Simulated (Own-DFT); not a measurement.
# Computed records: Hf36O71 (tetragonal hafnia with one neutral oxygen vacancy, atoms displaced)

Computed with Own-DFT development build. A calculation, not a measurement: plane-wave PBE and HSE06 DFT by an unreviewed code, no spin, of a simulated cell at Gamma alone, so results move with cell size and shape, stress positive in tension, energies less offsets, not probed for a lower state with spin; hafnium file: forces about 75 meV/angstrom off all-electron values; oxygen file: force components 24 meV/angstrom off all-electron in a glass; k mesh not checked against a denser one; forces and stress are PBE's, HSE06 gives the energy alone, and its difference from PBE has offsets of its own; offsets are fitted by least squares, one for each functional and potential file, so energies compare only between cells with the same atoms and settings and are not formation energies; the far tail of each file's local potential was reset to the Coulomb form; each entry is a single point on an unrelaxed cell, so the pressure reflects the starting lattice, taken from the Materials Project, from which strain is counted, and rises with the displacements; printed positions are rounded, which can move forces by about a meV/angstrom; the program is a retired in-house code; no spin-orbit coupling.

```json
{"formula": "Hf36O71", "kind": "tetragonal hafnia with one neutral oxygen vacancy, atoms displaced", "structure": {"cell_angstrom": [[10.78, 0.0, 0.0], [0.0, 10.78, 0.0], [0.0, 0.0, 10.4493]], "atoms_fractional": [["Hf", 0.99888, 0.99982, 0.00444], ["Hf", 0.16012, 0.17263, 0.25172], ["O", 0.99636, 0.16806, 0.15161], ["O", 0.16682, 0.00262, 0.34504], ["O", 0.99363, 0.16117, 0.40307], ["O", 0.16783, 0.00342, 0.09742], ["Hf", 0.99852, 0.99521, 0.49609], ["Hf", 0.16398, 0.17262, 0.74887], ["O", 0.00498, 0.16652, 0.66228], ["O", 0.1535, 0.99327, 0.85248], ["O", 0.99455, 0.16511, 0.90568], ["O", 0.16819, 0.99996, 0.59784], ["Hf", 0.99448, 0.32939, 0.99673], ["Hf", 0.16081, 0.50186, 0.2406], ["O", 0.00394, 0.49307, 0.15132], ["O", 0.1658, 0.33247, 0.34821], ["O", 0.99739, 0.50098, 0.40197], ["O", 0.16042, 0.34413, 0.0962], ["Hf", 0.99606, 0.32728, 0.50279], ["Hf", 0.16879, 0.49879, 0.75035], ["O", 8e-05, 0.49863, 0.65436], ["O", 0.15729, 0.33827, 0.85106], ["O", 0.99802, 0.49673, 0.90124], ["O", 0.16803, 0.33411, 0.59139], ["Hf", 0.0026, 0.66665, 0.99444], ["Hf", 0.16775, 0.83574, 0.24922], ["O", 0.99594, 0.8325, 0.15929], ["O", 0.16162, 0.66107, 0.34959], ["O", 0.00372, 0.83451, 0.39969], ["O", 0.16918, 0.66106, 0.09929], ["Hf", 0.99935, 0.67308, 0.49957], ["Hf", 0.16236, 0.83182, 0.74717], ["O", 0.99491, 0.83214, 0.65377], ["O", 0.16835, 0.65792, 0.84794], ["O", 0.9977, 0.83937, 0.90635], ["O", 0.16952, 0.66672, 0.60594], ["Hf", 0.32982, 0.99542, 0.99717], ["Hf", 0.49855, 0.16197, 0.24772], ["O", 0.33246, 0.16568, 0.15214], ["O", 0.49642, 0.00243, 0.34506], ["O", 0.33959, 0.16815, 0.41261], ["O", 0.5036, 0.99652, 0.09452], ["Hf", 0.32565, 0.9923, 0.5069], ["Hf", 0.51345, 0.16532, 0.74605], ["O", 0.345, 0.15878, 0.64965], ["O", 0.49867, 0.99907, 0.84734], ["O", 0.33468, 0.16651, 0.89533], ["O", 0.49842, 0.00153, 0.59624], ["Hf", 0.34021, 0.33946, 0.99186], ["Hf", 0.50542, 0.495, 0.25009], ["O", 0.32986, 0.50486, 0.14898], ["O", 0.49429, 0.33587, 0.34584], ["O", 0.341, 0.50566, 0.39905], ["O", 0.49824, 0.33469, 0.1014], ["Hf", 0.33474, 0.33245, 0.49733], ["Hf", 0.49904, 0.4925, 0.74861], ["O", 0.33333, 0.50665, 0.6587], ["O", 0.50561, 0.3409, 0.86196], ["O", 0.33314, 0.49446, 0.90366], ["O", 0.4942, 0.33089, 0.60402], ["Hf", 0.33622, 0.65625, 0.00313], ["Hf", 0.49445, 0.8381, 0.25201], ["O", 0.33639, 0.83736, 0.15437], ["O", 0.5005, 0.67256, 0.34971], ["O", 0.3313, 0.83613, 0.4062], ["O", 0.49857, 0.66722, 0.09715], ["Hf", 0.33594, 0.66461, 0.49964], ["Hf", 0.50992, 0.83186, 0.73781], ["O", 0.33654, 0.83734, 0.64891], ["O", 0.49803, 0.66026, 0.84436], ["O", 0.33045, 0.83395, 0.89526], ["O", 0.49912, 0.65411, 0.59864], ["Hf", 0.66822, 0.0015, 0.01073], ["Hf", 0.82692, 0.16122, 0.25789], ["O", 0.66833, 0.16733, 0.15002], ["O", 0.83276, 0.99354, 0.35144], ["O", 0.66519, 0.17002, 0.39907], ["O", 0.8328, 0.99954, 0.0985], ["Hf", 0.68013, 0.99607, 0.50144], ["Hf", 0.84183, 0.16417, 0.75083], ["O", 0.83953, 0.00069, 0.84533], ["O", 0.67572, 0.17646, 0.89641], ["O", 0.84005, 0.99967, 0.59586], ["Hf", 0.67243, 0.33338, 0.99918], ["Hf", 0.82942, 0.50018, 0.25079], ["O", 0.6586, 0.50678, 0.14561], ["O", 0.83251, 0.31335, 0.3594], ["O", 0.66252, 0.49523, 0.40636], ["O", 0.82489, 0.33649, 0.08618], ["Hf", 0.66485, 0.33342, 0.49791], ["Hf", 0.83149, 0.49741, 0.7549], ["O", 0.66798, 0.49264, 0.6527], ["O", 0.82611, 0.33401, 0.84642], ["O", 0.66633, 0.5041, 0.90893], ["O", 0.83176, 0.3343, 0.5971], ["Hf", 0.6619, 0.67416, 0.99372], ["Hf", 0.83212, 0.83045, 0.25114], ["O", 0.66887, 0.8322, 0.15161], ["O", 0.82827, 0.67347, 0.3494], ["O", 0.66469, 0.8308, 0.39783], ["O", 0.83384, 0.66736, 0.09017], ["Hf", 0.66818, 0.66775, 0.49603], ["Hf", 0.84302, 0.83769, 0.74768], ["O", 0.66668, 0.82965, 0.64939], ["O", 0.83302, 0.6639, 0.84446], ["O", 0.67125, 0.82988, 0.90908], ["O", 0.83127, 0.66234, 0.60463]]}, "settings": {"first_functional": "PBE", "second_functional": "HSE06", "exact_exchange_share": 0.25, "screening [1/bohr]": 0.11, "exchange_divergence": "Gygi-Baldereschi", "potential_files": "PseudoDojo norm-conserving, scalar-relativistic, made for PBE, standard set", "wave_cutoff [hartree]": 48.0, "occupations": "fixed", "k_mesh": "1 x 1 x 1 centred on Gamma"}, "results": {"PBE_energy_of_cell_above_offsets [eV]": "-96.577", "HSE06_less_PBE_above_offsets [eV]": "0.067", "PBE_pressure [GPa]": 2.26, "PBE_stress_xx [GPa]": -2.55, "PBE_stress_yy [GPa]": -1.7, "PBE_stress_zz [GPa]": -2.52, "PBE_stress_yz [GPa]": -0.25, "PBE_stress_xz [GPa]": 0.11, "PBE_stress_xy [GPa]": 0.0, "force_element": ["Hf", "Hf", "O", "O", "O", "O", "Hf", "Hf", "O", "O", "O", "O", "Hf", "Hf", "O", "O", "O", "O", "Hf", "Hf", "O", "O", "O", "O", "Hf", "Hf", "O", "O", "O", "O", "Hf", "Hf", "O", "O", "O", "O", "Hf", "Hf", "O", "O", "O", "O", "Hf", "Hf", "O", "O", "O", "O", "Hf", "Hf", "O", "O", "O", "O", "Hf", "Hf", "O", "O", "O", "O", "Hf", "Hf", "O", "O", "O", "O", "Hf", "Hf", "O", "O", "O", "O", "Hf", "Hf", "O", "O", "O", "O", "Hf", "Hf", "O", "O", "O", "Hf", "Hf", "O", "O", "O", "O", "Hf", "Hf", "O", "O", "O", "O", "Hf", "Hf", "O", "O", "O", "O", "Hf", "Hf", "O", "O", "O", "O"], "force_x [eV/angstrom]": [0.766, 1.348, -0.456, -0.199, 0.58, -0.726, 1.766, 3.466, -0.777, 0.547, 0.12, -2.309, 1.216, 1.524, -3.372, -0.177, -1.081, 0.892, 0.464, -1.122, 0.079, 0.368, -0.413, -0.142, -0.593, 0.161, 1.196, 0.008, -0.11, -0.876, 0.687, 2.518, 1.755, -0.63, -0.177, -0.993, 0.667, -1.161, -0.349, 0.371, -0.46, -0.739, 2.312, -1.206, -1.936, 0.978, -0.617, 2.165, -0.488, -2.105, 1.065, 0.603, -0.321, 0.436, -0.018, 1.045, -0.244, -0.539, -0.195, 1.398, 0.233, 1.274, -1.334, 0.2, -0.306, -0.164, -0.109, -2.865, -0.381, 0.143, -0.422, 0.938, -0.457, 0.603, -0.234, -0.222, -0.088, 0.152, -3.089, -2.213, -0.366, -0.607, -0.218, -3.399, 0.64, 2.222, 0.094, 0.803, 2.74, -0.183, 0.169, -0.394, 0.928, 0.56, 0.084, 0.147, -0.875, -0.421, 0.251, 0.31, 0.47, -0.738, -2.665, 2.021, 0.616, -0.155, 0.345], "force_y [eV/angstrom]": [0.565, -0.216, 0.135, -0.126, -0.262, -0.634, 0.734, -0.697, 0.226, 1.334, 0.061, -0.352, 1.081, -0.716, 0.656, 0.364, -0.343, -1.087, 1.749, 0.144, -0.201, -1.439, 0.643, -0.569, -0.742, -0.491, 0.127, 1.493, -0.074, 0.897, -2.511, -0.376, -0.005, 1.709, -2.032, 0.711, 0.632, 1.057, -0.067, -0.559, -0.568, 0.357, 2.15, -0.609, 0.619, -0.038, 0.21, -0.358, -2.817, 1.13, -0.241, -1.1, -0.846, 0.017, 0.017, 0.999, -0.626, -1.511, 1.44, -0.066, 1.194, -0.64, 0.002, -0.522, -1.257, 0.437, -0.247, 0.381, -0.253, 1.047, -0.616, 1.055, -0.135, -0.501, -0.396, 0.533, -1.68, 0.037, 0.722, 0.92, -0.204, -2.42, 0.186, 1.1, 0.068, -0.442, 3.465, 0.981, 0.447, -0.49, 0.69, -0.085, -0.632, -0.381, -0.929, -2.261, 0.11, 0.371, -2.058, 0.819, -0.478, -0.409, -1.613, 0.431, 1.377, 2.691, 0.605], "force_z [eV/angstrom]": [-0.118, -1.0, 0.504, 0.328, 0.456, 0.265, -0.353, 1.273, -1.837, -1.034, -0.451, 0.661, 0.598, 1.169, 0.013, -0.042, 0.198, -0.327, -0.4, -0.59, -0.156, -0.798, 0.479, 0.957, 0.176, 0.198, -0.646, -0.031, 0.532, -0.236, 0.645, 1.269, -1.458, 0.458, -0.644, -1.144, -0.922, 0.129, 0.538, -0.01, -1.041, 0.537, -0.466, 0.456, 1.144, -0.595, 0.723, -0.212, 2.136, -0.343, 0.088, 0.553, 0.642, 0.12, -0.389, 0.207, -0.694, -1.43, -1.134, -0.155, -0.674, -0.044, -0.395, -0.204, -1.065, -0.063, 0.035, 2.361, 0.274, -0.005, 0.962, -0.551, -1.978, -1.181, 0.099, 0.352, 0.781, 0.593, -0.515, 0.843, -0.059, -0.183, 0.801, -1.219, -0.81, 1.772, -1.176, -1.418, 2.951, 1.398, -0.683, 0.037, -0.202, -0.905, 0.244, 1.304, -1.494, 0.377, 0.147, 0.85, 0.974, 0.94, 2.176, -0.926, 0.036, -1.764, -1.583]}}
```
